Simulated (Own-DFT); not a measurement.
Simulation results for HfO2 (monoclinic hafnia, atoms displaced)

Computed with Own-DFT development build. A calculation, not a measurement: plane-wave density functional theory by an unreviewed code, no spin, of a simulated periodic cell, stress positive in tension, run twice, with PBE and with PBEsol, both on files made for PBE, so the change isn't that of files made for PBEsol, hafnium file: forces about 75 meV/angstrom off all-electron values; oxygen file: force components 24 meV/angstrom off all-electron in one glass; forces on such cells passed a denser k mesh, this cell's mesh not checked; the far tail of each file's local potential was reset to the Coulomb form; each entry is a single point on an unrelaxed cell, so the pressure reflects the starting lattice, mostly measured values (interpolated for alloys), from which strain is counted, and rises with the displacements; printed positions are rounded, which can move forces by about a meV/angstrom; the program, named Own-DFT, is a retired in-house code; no spin-orbit coupling; stress was not checked against mesh or cutoff.

Entry: HfO2 (monoclinic hafnia, atoms displaced)

```
HfO2
1.0
     10.2340     0.0000     0.0000
      0.0000    10.3500     0.0000
     -1.6955     0.0000    10.4453
Hf O Hf O Hf O Hf O Hf O Hf O Hf O Hf O
4 8 4 8 4 8 4 8 4 8 4 8 4 8 4 8
Direct
  0.13136 0.02665 0.09959
  0.36278 0.26565 0.14490
  0.36490 0.47796 0.39330
  0.13025 0.23618 0.34993
  0.04009 0.16648 0.16732
  0.46294 0.42135 0.07248
  0.45913 0.34279 0.31999
  0.03190 0.08945 0.43153
  0.22022 0.37860 0.23199
  0.28200 0.13712 0.02002
  0.27336 0.11684 0.25837
  0.22841 0.37427 0.48139
  0.14502 0.02479 0.61031
  0.36464 0.26077 0.64673
  0.36783 0.47357 0.89373
  0.13939 0.23695 0.85221
  0.03747 0.16771 0.66613
  0.46490 0.41779 0.57307
  0.46593 0.32530 0.82409
  0.04036 0.08548 0.92289
  0.22809 0.38279 0.73643
  0.28057 0.13335 0.51313
  0.28489 0.11384 0.76713
  0.22829 0.36697 0.98632
  0.13524 0.52196 0.10430
  0.36223 0.75988 0.14432
  0.36531 0.97439 0.39507
  0.14478 0.73301 0.35581
  0.03861 0.65969 0.17227
  0.46267 0.91835 0.07334
  0.45302 0.83611 0.31761
  0.04450 0.58545 0.41873
  0.21884 0.87833 0.23784
  0.27333 0.63114 0.00666
  0.27702 0.62568 0.26899
  0.21788 0.87407 0.48691
  0.13248 0.52442 0.59498
  0.36388 0.76785 0.64528
  0.36363 0.97269 0.89182
  0.13860 0.72433 0.84906
  0.04546 0.65863 0.67474
  0.46354 0.91110 0.57786
  0.45815 0.83697 0.83196
  0.03607 0.59016 0.92501
  0.22806 0.87243 0.74428
  0.27887 0.62651 0.50562
  0.27845 0.61741 0.75661
  0.22621 0.87337 0.99405
  0.63009 0.02053 0.10216
  0.86828 0.27275 0.14300
  0.86268 0.48194 0.38986
  0.63747 0.23838 0.35614
  0.53467 0.17763 0.17727
  0.96506 0.41313 0.07004
  0.95870 0.33268 0.32609
  0.53568 0.08891 0.41292
  0.72223 0.37791 0.23058
  0.77685 0.12621 0.00442
  0.77118 0.12162 0.26360
  0.72526 0.36778 0.49027
  0.63401 0.02140 0.60660
  0.86408 0.26528 0.64164
  0.86160 0.47936 0.89477
  0.64132 0.22699 0.85050
  0.53037 0.16503 0.67250
  0.96462 0.41718 0.57284
  0.95454 0.33397 0.82778
  0.52492 0.07773 0.91595
  0.72878 0.37772 0.75017
  0.77871 0.12900 0.50787
  0.77698 0.12211 0.76146
  0.72380 0.37377 0.99248
  0.64302 0.51564 0.10825
  0.85638 0.77591 0.14244
  0.86263 0.97625 0.39906
  0.63839 0.72558 0.35524
  0.53345 0.66404 0.17155
  0.96527 0.91892 0.07442
  0.95596 0.83093 0.31134
  0.52741 0.58106 0.42671
  0.72278 0.87537 0.24374
  0.77690 0.62604 0.00765
  0.77566 0.62392 0.25697
  0.71759 0.87416 0.49249
  0.63214 0.52321 0.59873
  0.85575 0.76784 0.65003
  0.85788 0.97827 0.89606
  0.63313 0.72569 0.85505
  0.53638 0.66558 0.66801
  0.96607 0.91909 0.57520
  0.95265 0.82941 0.82988
  0.53517 0.58483 0.92167
  0.72374 0.89507 0.74145
  0.77513 0.63000 0.50632
  0.77815 0.62321 0.75610
  0.72162 0.87157 0.98744
```

- functional: PBE, then PBEsol
- potential files: PseudoDojo norm-conserving, scalar-relativistic, standard set
- wave cutoff: 72 hartree
- occupations: Fermi-Dirac
- smearing width: 0.1 eV
- k mesh: 2 x 2 x 2 centred on Gamma
- PBE pressure: 5.88 GPa
- PBE stress xx: -5.6 GPa
- PBE stress yy: -5.94 GPa
- PBE stress zz: -6.11 GPa
- PBE stress yz: -1.51 GPa
- PBE stress xz: -0.49 GPa
- PBE stress xy: 1.05 GPa
- PBEsol pressure: -0.58 GPa
- PBEsol stress xx: 0.88 GPa
- PBEsol stress yy: 0.47 GPa
- PBEsol stress zz: 0.39 GPa
- PBEsol stress yz: -1.46 GPa
- PBEsol stress xz: -0.12 GPa
- PBEsol stress xy: 1.05 GPa
- rms change of force components from PBE to PBEsol: 0.047 eV/Å

Force:
```tsv
force element	PBE force x (eV/Å)	PBE force y (eV/Å)	PBE force z (eV/Å)	PBEsol force x (eV/Å)	PBEsol force y (eV/Å)	PBEsol force z (eV/Å)
Hf	3.06	-2.293	0.394	2.993	-2.192	0.358
Hf	-0.888	1.441	0.069	-0.881	1.44	0.074
Hf	-2.54	-0.15	-0.146	-2.487	-0.184	-0.106
Hf	2.137	-1.384	1.016	2.091	-1.378	0.967
O	-2.135	2.014	0.965	-2.081	1.992	0.984
O	0.444	-0.275	0.563	0.438	-0.25	0.489
O	1.783	-1.045	0.547	1.731	-1.037	0.504
O	0.545	0.279	-0.962	0.536	0.255	-0.888
O	-0.443	0.016	0.331	-0.384	0.01	0.321
O	-0.85	-1.564	-1.945	-0.897	-1.507	-1.872
O	-0.039	0.496	0.97	-0.092	0.491	0.926
O	-0.856	-0.689	0.184	-0.775	-0.664	0.155
Hf	-0.387	-1.098	-1.192	-0.378	-1.02	-1.206
Hf	-1.122	2.706	-0.545	-1.093	2.667	-0.503
Hf	-0.873	0.224	-0.306	-0.858	0.162	-0.269
Hf	-0.071	-0.543	0.615	-0.058	-0.561	0.605
O	0.013	0.664	1.019	0.01	0.653	1.024
O	0.17	-0.918	0.952	0.172	-0.857	0.864
O	0.133	0.619	0.635	0.122	0.583	0.571
O	-0.508	0.318	-1.204	-0.484	0.309	-1.101
O	-0.441	-1.06	-0.087	-0.366	-1.052	-0.06
O	-0.67	-1.057	-0.265	-0.716	-1.036	-0.214
O	-1.267	1.406	-1.31	-1.279	1.373	-1.296
O	-0.4	0.911	-0.455	-0.32	0.872	-0.461
Hf	0.978	0.056	-0.411	0.939	0.111	-0.424
Hf	-1.504	2.318	-0.706	-1.485	2.308	-0.656
Hf	-1.332	1.705	-1.155	-1.306	1.614	-1.126
Hf	-0.434	0.618	-1.473	-0.375	0.548	-1.467
O	-1.262	0.898	0.187	-1.197	0.87	0.216
O	0.5	-0.642	1.149	0.503	-0.599	1.062
O	2.367	-1.266	1.171	2.28	-1.247	1.109
O	-2.223	-0.827	-0.418	-2.156	-0.823	-0.347
O	-0.046	-0.193	0.196	0.016	-0.21	0.214
O	0.206	-0.877	0.062	0.136	-0.849	0.069
O	0.612	-0.43	-1.328	0.542	-0.397	-1.286
O	0.561	0.13	0.838	0.618	0.121	0.805
Hf	2.503	-1.772	0.736	2.442	-1.675	0.694
Hf	-1.634	-0.679	-0.109	-1.61	-0.624	-0.08
Hf	-2.873	1.148	2.417	-2.793	1.071	2.376
Hf	0.571	1.047	1.566	0.578	0.954	1.511
O	-2.855	2.047	-0.229	-2.754	1.998	-0.17
O	0.618	0.754	-0.212	0.596	0.75	-0.247
O	3.085	-3.255	-1.504	3.002	-3.182	-1.512
O	-0.937	-1.053	-0.331	-0.899	-1.04	-0.282
O	-0.699	0.527	-1.392	-0.604	0.511	-1.35
O	-0.021	1.24	1.086	-0.086	1.214	1.051
O	0.459	0.364	0.318	0.379	0.374	0.313
O	-0.285	-0.606	-0.886	-0.2	-0.594	-0.866
Hf	-0.203	0.699	0.414	-0.214	0.703	0.358
Hf	-1.487	-1.288	-0.75	-1.453	-1.19	-0.715
Hf	0.297	0.271	0.951	0.289	0.216	0.959
Hf	-0.205	-1.747	-0.917	-0.194	-1.777	-0.931
O	1.326	-1.442	-1.095	1.28	-1.387	-1.013
O	0.272	0.037	0.588	0.246	0.048	0.533
O	0.053	0.265	-0.374	0.053	0.247	-0.423
O	-0.57	-0.773	1.216	-0.548	-0.756	1.226
O	0.435	0.036	1.626	0.478	0.044	1.575
O	-0.599	0.597	0.822	-0.636	0.574	0.777
O	0.451	-0.013	-0.503	0.37	-0.002	-0.474
O	0.215	1.262	-0.027	0.272	1.224	-0.046
Hf	0.842	0.424	-1.304	0.846	0.434	-1.277
Hf	-0.348	0.775	0.498	-0.344	0.79	0.507
Hf	-0.3	0.625	0.074	-0.312	0.544	0.103
Hf	-0.364	0.376	1.193	-0.34	0.338	1.128
O	1.519	-0.807	-0.155	1.479	-0.777	-0.095
O	-0.419	-0.186	-0.3	-0.411	-0.164	-0.354
O	2.393	-1.244	-0.313	2.324	-1.221	-0.346
O	2.629	1.501	0.676	2.563	1.435	0.708
O	-0.971	0.362	-1.824	-0.882	0.331	-1.748
O	-0.667	-0.127	0.787	-0.696	-0.118	0.778
O	0.03	0.46	-0.877	-0.047	0.454	-0.85
O	0.039	-0.638	-0.373	0.109	-0.604	-0.354
Hf	-0.984	0.68	-1.743	-0.943	0.684	-1.731
Hf	1.288	-0.618	-0.436	1.247	-0.546	-0.377
Hf	0.269	0.637	-0.475	0.257	0.597	-0.422
Hf	-0.728	1.187	-0.71	-0.676	1.117	-0.725
O	0.773	-0.299	0.609	0.752	-0.274	0.646
O	-0.96	-0.539	-0.019	-0.954	-0.507	-0.07
O	0.988	0.513	2.06	0.936	0.483	1.947
O	2.364	1.972	-0.672	2.317	1.897	-0.593
O	-0.846	0.305	-0.687	-0.754	0.275	-0.671
O	-0.372	0.449	0.19	-0.428	0.427	0.184
O	-0.205	-0.643	0.617	-0.269	-0.627	0.609
O	0.13	-0.855	-0.063	0.192	-0.83	-0.059
Hf	0.64	-1.698	0.977	0.589	-1.599	0.904
Hf	1.238	1.437	-0.187	1.175	1.449	-0.139
Hf	1.002	0.664	0.17	0.95	0.599	0.183
Hf	0.39	0.466	0.233	0.376	0.393	0.224
O	-0.153	0.876	0.933	-0.148	0.859	0.953
O	-0.331	-1.22	0.809	-0.339	-1.155	0.724
O	1.272	-0.746	-0.657	1.211	-0.733	-0.703
O	0.202	0.077	-0.215	0.212	0.074	-0.179
O	-0.465	-2.051	-0.271	-0.381	-1.987	-0.272
O	-0.009	-0.132	-0.222	-0.085	-0.129	-0.226
O	-0.576	0.125	0.085	-0.611	0.146	0.079
O	-0.444	-0.284	0.224	-0.366	-0.271	0.217
```
